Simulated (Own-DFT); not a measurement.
# How strain changes the stress of wurtzite AlN, 128 atoms (Al64N64)

Calculated results; nothing here was measured. They come from Own-DFT, an in-house plane-wave density functional program, since retired, whose code no person has reviewed. Each row is one single-point run on a periodic cell that was not relaxed, without spin or spin-orbit coupling.

Settings of every run: PBE; PseudoDojo norm-conserving scalar-relativistic files; cutoff 42 hartree; 3 x 3 x 3 k mesh centred on Gamma; Gaussian smearing of 0.01 eV.

Known limits: k mesh not checked against a denser one; stress not checked against mesh or cutoff.

Unstrained cell vectors in Å: (12.448, 0.000, 0.000); (-6.224, 10.780, 0.000); (0.000, 0.000, 9.964). The unstrained cell has measured lattice constants (interpolated for alloys), not those of this functional. That, the random moves and any unrelaxed bonds set the pressure at no strain. Each run strains this cell uniformly, with the atoms carried along. Every atom was also moved at random, by a Gaussian of width 0.05 Å on each axis. Strain is the symmetric tensor, in per cent. Stress is positive in tension, and the pressure is minus a third of its trace.

```
run  e_xx (%)  e_yy (%)  e_zz (%)  s_xx (GPa)  s_yy (GPa)  s_zz (GPa)  P (GPa)  E (meV/atom)
  1      0.00      0.00      2.00       -5.65       -2.44        2.88     1.73          14.9
  2      0.00      0.00     -0.75       -5.58       -7.19       -9.39     7.39          16.9
  3      0.00      0.00     -1.00       -7.35       -5.32      -10.28     7.65          18.3
  4      0.00      0.00      1.50       -5.91       -3.39        1.51     2.60           5.0
  5      0.00      0.00      2.50       -3.19       -4.36        5.51     0.68           2.7
  6      0.00      0.00     -0.25       -5.83       -5.78       -7.67     6.43          23.0
  7      0.00      0.00      1.75       -5.21       -4.05        2.48     2.26          14.9
  8      0.00      0.00      1.25       -5.60       -3.97        0.70     2.96           0.0
  9      0.00      0.00      0.50           ?           ?           ?        ?             ?
```

E is the free energy for each atom above the lowest run shown.

## Worked fit

The change of volume is close to e_xx + e_yy + e_zz. A straight line through the runs shown gives P = 5.75 - 204 x (fractional change of volume) GPa, with an error of 4 on the slope and a scatter of 0.15 GPa. The strain isn't the same on all axes and the cell isn't cubic, so the slope belongs to this path and is not the bulk modulus.

## Withheld run

Question: what pressure should run 9 give? Its volume changes by 0.50 %.

The line gives 4.7 GPa. The calculation gave 4.61 GPa.
